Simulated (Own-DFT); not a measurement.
# Strain and stress in 4H SiC, 72 atoms (C36Si36)

All numbers below are calculated, not measured. The program, named Own-DFT, is a retired in-house plane-wave density functional code that no person has reviewed. Each row is one single-point run on a periodic cell that was not relaxed, without spin or spin-orbit coupling.

Settings of every run: PBE; PseudoDojo norm-conserving scalar-relativistic files; cutoff 42 hartree; 4 x 4 x 3 k mesh centred on Gamma; Fermi-Dirac smearing of 0.1 eV.

Known limits: forces on such cells passed a denser k mesh, each cell not checked; stress not checked against mesh or cutoff.

Unstrained cell vectors in Å: (9.248, 0.000, 0.000); (-4.624, 8.009, 0.000); (0.000, 0.000, 10.068). The unstrained cell has measured lattice constants (interpolated for alloys), not those of this functional. That, the random moves and any unrelaxed bonds set the pressure at no strain. Each run strains this cell uniformly, with the atoms carried along. Every atom was also moved at random, by a Gaussian of width 0.05 Å on each axis. Strain is the symmetric tensor, in per cent. Stress is positive in tension, and the pressure is minus a third of its trace.

```
run,e_xx (%),e_yy (%),e_zz (%),e_yz (%),e_xz (%),e_xy (%),s_xx (GPa),s_yy (GPa),s_zz (GPa),s_yz (GPa),s_xz (GPa),s_xy (GPa),P (GPa),E (meV/atom)
1,0.53,-0.70,-0.91,-1.81,0.92,-0.97,-4.20,-7.94,-12.50,-6.59,3.79,-4.69,8.21,39.8
2,0.30,-1.54,1.86,0.12,-1.17,-0.34,-4.05,-13.32,4.13,0.95,-4.23,-0.93,4.41,26.6
3,0.98,0.12,-1.88,-1.62,-1.80,-1.27,1.00,-6.52,-17.29,-5.63,-5.91,-6.68,7.60,41.3
4,1.39,-0.55,1.69,1.15,1.82,0.07,2.36,-6.80,3.18,4.02,5.83,0.59,0.42,25.9
5,-0.13,-0.99,-0.80,0.29,-1.83,0.09,-6.15,-12.19,-10.51,0.95,-6.43,0.14,9.62,20.6
6,1.60,1.31,0.42,1.16,-1.23,-0.36,5.44,3.64,-2.74,3.43,-4.06,-1.71,-2.11,0.0
7,0.11,-1.55,0.42,-1.85,0.79,-0.10,-6.26,-12.68,-4.80,-5.29,2.38,-1.71,7.92,36.2
8,0.44,0.30,1.77,1.72,1.91,-0.31,-2.29,-1.68,4.48,5.10,7.12,-2.18,-0.17,10.3
9,0.95,0.89,0.85,-1.12,-0.34,0.97,2.14,0.84,-0.67,-3.89,-2.13,3.21,-0.77,2.5
10,0.28,0.20,0.35,1.52,-0.15,0.19,-2.95,-3.25,-3.35,5.63,-0.68,1.94,3.18,4.2
11,-0.49,1.27,-0.29,1.70,-1.14,0.93,-8.13,1.25,-7.36,5.23,-3.93,4.41,4.75,32.0
12,-0.10,-0.51,-0.59,1.01,1.65,-1.61,-6.91,-7.42,-10.90,2.55,5.38,-8.27,8.41,29.1
13,-0.90,0.62,-1.22,-0.63,0.31,-1.31,-9.05,-3.37,-13.82,-2.51,0.87,-6.14,8.75,23.9
14,-0.22,-0.85,1.47,-1.08,0.21,1.15,-7.02,-10.07,2.49,-4.18,0.50,5.54,4.86,27.1
15,1.42,1.93,0.70,-1.29,0.47,-1.66,3.66,5.12,-0.08,-3.65,1.52,-7.48,-2.90,21.8
16,1.22,0.06,0.35,0.91,-0.55,1.21,2.98,-3.82,-4.07,3.09,-1.63,5.46,1.63,5.8
17,1.18,1.76,-0.01,0.88,0.92,-1.18,?,?,?,?,?,?,?,?
```

E is the free energy for each atom above the lowest run shown.

## Worked fit

Each stress component was fitted by least squares to a constant and the strains of the runs shown, as fractions, with shears doubled. Shear strains stay in the fit of a normal stress only where such slopes are resolved. The slopes, in GPa:

| stress | at no strain | per e_xx | per e_yy | per e_zz | scatter |
|---|---|---|---|---|---|
| s_xx | -5.2 | 586 ± 34 | 77 ± 24 | 7 ± 22 | 0.89 |
| s_yy | -5.3 | 53 ± 37 | 540 ± 26 | 56 ± 23 | 0.96 |
| s_zz | -6.2 | 10 ± 22 | 64 ± 15 | 604 ± 14 | 0.57 |

Each shear stress against twice its own strain: yz 162 ± 6, xz 173 ± 6, xy 222 ± 12 GPa. These are stiffnesses along x, y and z of the frame in which the cell vectors are given, which need not be the crystal's axes. The atoms are held to the strained lattice; where symmetry lets them move under strain, relaxing them would lower some slopes. The table should be nearly symmetric about its diagonal, and what it lacks of that shows the noise. A ninth of its sum, 222 ± 5 GPa, estimates the bulk modulus near the mean pressure of these runs, 4.0 GPa, so it lies above the value at zero pressure.

## Withheld run

Question: what normal stresses and pressure should run 17 give?

The fit gives s_xx = 3.1, s_yy = 4.9, s_zz = -5.0 and P = -1.0 GPa. The calculation gave 1.60, 4.37, -5.47 and P = -0.17 GPa.
